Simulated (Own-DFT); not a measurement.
## Calculated data, Si47N64 (beta silicon nitride with one vacancy, atoms displaced)

All values are calculated (Own-DFT development build). A calculation, not a measurement: plane-wave PBE density functional theory by an unreviewed code, no spin, of a simulated periodic cell, stress positive in tension, free energy of the whole cell less one offset for each atom, defect cell not probed for a lower state with spin; forces on such cells moved up to 12 meV/angstrom on a denser k mesh; offsets are fitted by least squares, one for each functional and potential file, so energies compare only between cells with the same atoms and settings and are not formation energies; the far tail of each file's local potential was reset to the Coulomb form; each entry is a single point on an unrelaxed cell, so the pressure reflects the starting lattice, mostly measured values (interpolated for alloys), from which strain is counted, and rises with the displacements; printed positions are rounded, which can move forces by about a meV/angstrom; the program, named Own-DFT, is a retired in-house code; no spin-orbit coupling; before rounding, a Quantum ESPRESSO 7.3.1 run of the same cell and cutoff gave forces within 1 meV/angstrom rms on each cell, which checks the program and not the settings.

```xyz
111
Lattice="15.2120 0.0000 0.0000 -7.6060 13.1740 0.0000 0.0000 0.0000 5.8180" Properties=species:S:1:pos:R:3 formula=Si47N64 functional=PBE potential_files=PseudoDojo_norm-conserving,scalar-relativistic,standard_set wave_cutoff=42 occupations=Fermi-Dirac smearing_width=0.1 k_mesh=2_x_2_x_4_centred_on_Gamma
Si    -1.6290     4.9966     0.7143
Si     0.2397     2.6632     0.7088
Si     1.4256     5.5097     0.7696
Si     5.4009     1.4806     2.1962
Si     3.5615     3.9207     2.1706
Si     2.3893     1.1857     2.1393
N      2.4537     0.2051     0.6790
N      6.1975     2.0125     0.6875
N      2.7911     4.4009     0.6969
N      1.3691     6.4461     2.1883
N     -2.4115     4.5919     2.1934
N      1.0325     2.1765     2.1734
N     -0.0423     4.4072     0.7236
N      3.8271     2.1620     2.1871
Si    -1.6400     5.0380     3.6146
Si     0.2386     2.6963     3.5946
Si     1.3712     5.4351     3.6420
Si     5.4173     1.5357     5.1041
Si     3.5809     3.9313     5.0535
Si     2.4160     1.0987     5.1204
N      2.4094     0.2236     3.6840
N      6.2198     1.9466     3.6491
N      2.7585     4.3781     3.6374
N      1.4113     6.4285     5.0820
N     -2.4414     4.5781     5.0599
N      1.0351     2.2252     5.0634
N     -0.0143     4.3925     3.6875
N      3.7907     2.2684     5.0881
Si    -5.3810    11.6166     0.7409
Si    -3.6063     9.2603     0.7454
Si    -2.4503    12.0331     0.7325
Si     1.6415     8.0741     2.2177
Si    -0.1925    10.5099     2.1384
Si    -1.3906     7.6980     2.1609
N     -1.3705     6.8211     0.7474
N      2.4294     8.5236     0.7511
N     -1.0502    11.0059     0.7176
N     -2.4003    13.0264     2.1644
N     -6.2155    11.1481     2.1608
N     -2.7454     8.7756     2.1744
N     -3.8297    10.9751     0.7813
N     -0.0225     8.8435     2.1783
Si    -5.4036    11.7167     3.6273
Si    -3.6105     9.2254     3.5856
Si    -2.4597    12.0026     3.6015
Si     1.6082     8.1221     5.1327
Si    -0.1940    10.5201     5.0656
Si    -1.4108     7.7100     5.0808
N     -1.4183     6.7659     3.6730
N      2.4114     8.5441     3.6451
N     -1.0030    10.9962     3.6581
N     -2.3862    12.9088     5.0834
N     -6.1772    11.1525     5.1393
N     -2.7591     8.8344     5.0448
N     -3.8395    10.9841     3.6271
N      0.0270     8.7492     5.0544
Si     5.9704     5.0506     0.7102
Si     7.8553     2.6870     0.7278
Si     9.0144     5.4568     0.7014
Si    12.9953     1.5473     2.1683
Si    11.1998     3.9093     2.1493
Si    10.0455     1.1070     2.1583
N      9.9817     0.1604     0.7026
N     13.8534     2.0267     0.6582
N     10.3854     4.4502     0.7402
N      8.9455     6.4356     2.2324
N      5.1177     4.5700     2.2209
N      8.5933     2.1772     2.1528
N      7.6235     4.3976     0.7442
N     11.3870     2.2355     2.2186
Si     5.9563     5.1010     3.6766
Si     7.8266     2.6908     3.6736
Si     8.9942     5.4193     3.6388
Si    13.0562     1.5288     5.1104
Si    11.2194     3.8588     5.0960
Si     9.9989     1.1563     5.0434
N     10.0410     0.2149     3.6435
N     13.8000     1.9848     3.7097
N     10.3931     4.3936     3.6171
N      9.0046     6.3817     5.0971
N      5.1459     4.6000     5.1406
N      8.6358     2.2281     5.0529
N      7.5660     4.3878     3.5689
N     11.3760     2.2206     5.0856
Si     2.1686    11.7162     0.6982
Si     3.9851     9.2834     0.7923
Si     5.2005    11.9895     0.7372
Si     9.2188     8.1589     2.1523
Si     7.4058    10.5029     2.1504
Si     6.2076     7.7851     2.2292
N      6.2979     6.7938     0.7125
N     10.0079     8.6072     0.7309
N      6.5932    10.9389     0.7162
N      5.1848    12.9343     2.1606
N      1.3997    11.2263     2.2161
N      4.8840     8.7518     2.2062
N      3.7883    10.9980     0.7265
N      7.6277     8.7742     2.2381
Si     2.1792    11.5997     3.6611
Si     5.1686    12.0836     3.6377
Si     9.1891     8.0573     5.1125
Si     7.3789    10.4517     5.0903
Si     6.2798     7.7213     5.0545
N      6.2059     6.7863     3.5919
N     10.0296     8.6066     3.6392
N      6.5622    11.0038     3.6685
N      5.2692    12.9815     5.0789
N      1.3746    11.2405     5.0558
N      4.8077     8.7056     5.0737
N      3.8394    10.9739     3.6506
N      7.5830     8.7851     5.0873
```

Units: wave_cutoff in hartree; smearing_width in eV.

To be estimated
1. Si47N64 (beta silicon nitride with one vacancy, atoms displaced): stress yy?

Calculated values
1. -7.21 GPa

Further results for Si47N64 (beta silicon nitride with one vacancy, atoms displaced):

* free energy of cell above offsets: -4.741 eV
* pressure: 5.85 GPa
* stress xx: -4.55 GPa
* stress zz: -5.79 GPa
* stress yz: -0.2 GPa
* stress xz: -1.01 GPa
* stress xy: -0.39 GPa

Force:
```csv
element,x (eV/Å),y (eV/Å),z (eV/Å)
Si,0.966,1.876,-0.207
Si,-0.105,1.8,-0.797
Si,-1.262,-1.49,-1.912
Si,0.606,2.818,-0.65
Si,0.199,-1.454,-0.091
Si,2.409,-1.316,1.111
N,-0.727,-1.302,2.723
N,1.491,0.098,1.78
N,-1.168,0.913,0.878
N,-0.087,-3.11,0.619
N,-1.141,-0.442,-1.151
N,-0.953,0.245,-0.621
N,2.104,-0.281,0.412
N,-1.526,0.949,-0.117
Si,1.697,0.597,1.068
Si,-1.126,-0.088,1.769
Si,-0.168,0.774,0.547
Si,-1.793,-0.922,-0.801
Si,-0.382,-0.339,0.935
Si,0.756,3.68,-1.54
N,-0.487,0.197,-2.405
N,1.051,0.363,-0.265
N,-0.842,0.881,-0.921
N,0.037,-1.948,0.692
N,-0.082,0.24,0.809
N,0.563,-1.112,0.299
N,-0.078,0.213,-0.801
N,0.135,-2.93,0.03
Si,-0.469,0.666,-0.296
Si,1.027,0.381,-1.267
Si,0.17,-0.354,-0.26
Si,-0.537,3.164,0.429
Si,-0.601,0.839,1.27
Si,1.106,1.727,1.693
N,-0.884,-2.558,-1.348
N,0.162,0.463,0.463
N,0.825,-0.07,-0.116
N,-0.185,-3.327,0.23
N,0.205,1.146,0.903
N,-0.801,-0.281,-0.438
N,1.442,-0.181,-0.035
N,0.831,-2.622,-0.265
Si,-0.49,-2.2,0.795
Si,0.516,1.68,1.161
Si,0.951,-0.049,0.679
Si,1.216,0.348,-2.001
Si,-0.849,-1.178,0.712
Si,0.779,1.61,0.565
N,-0.321,-0.374,-1.585
N,-0.511,0.31,0.949
N,-0.747,0.645,-1.855
N,-0.265,2.034,-0.226
N,-1.35,0.068,-1.65
N,-0.28,-0.856,1.189
N,0.517,-0.371,-0.356
N,-1.283,1.336,0.562
Si,1.528,0.602,2.362
Si,-1.742,0.327,-0.474
Si,-1.65,0.138,2.357
Si,0.075,-0.442,0.465
Si,-0.758,0.873,1.089
Si,-0.916,1.249,0.458
N,0.257,3.533,-0.4
N,-0.172,-0.361,3.205
N,1.104,-0.599,-0.916
N,1.011,-0.828,-1.481
N,1.57,1.32,-0.57
N,1.548,-1.166,1.239
N,-0.425,0.224,-0.501
N,0.658,-1.837,-0.783
Si,0.619,-1.072,-1.195
Si,-1.498,0.053,-2.531
Si,-0.753,0.011,-0.764
Si,-2.85,-0.834,-0.357
Si,-1.665,2.103,-0.531
Si,0.653,0.375,0.983
N,-0.501,-0.924,-0.865
N,1.837,0.705,-3.757
N,0.025,0.244,0.533
N,0.266,-0.442,-0.569
N,0.362,0.63,-1.686
N,0.806,-0.872,1.603
N,0.327,0.602,0.93
N,1.205,-2.574,0.52
Si,0.655,-3.211,1.036
Si,1.294,-1.468,-0.517
Si,0.107,-0.182,-1.234
Si,-1.022,-0.948,1.96
Si,-1.084,-0.704,2.143
Si,1.152,-0.724,-1.919
N,-0.614,-0.879,0.394
N,0.563,-0.528,-0.84
N,-0.758,0.964,0.164
N,0.535,2.603,-0.289
N,-1.048,-0.099,-2.061
N,-2.025,1.423,-1.88
N,-0.489,0.352,-0.091
N,-0.158,0.94,-0.419
Si,3.374,0.415,-1.308
Si,0.372,-2.879,0.315
Si,0.026,2.281,-1.155
Si,0.56,1.566,-0.834
Si,-2.406,0.353,0.562
N,0.061,-0.556,1.531
N,-0.789,-1.141,0.214
N,1.118,0.301,-1.238
N,-0.203,0.445,1.562
N,-1.164,-0.524,2.139
N,0.033,0.239,1.963
N,-1.235,1.075,0.135
N,1.962,-1.06,0.008
```
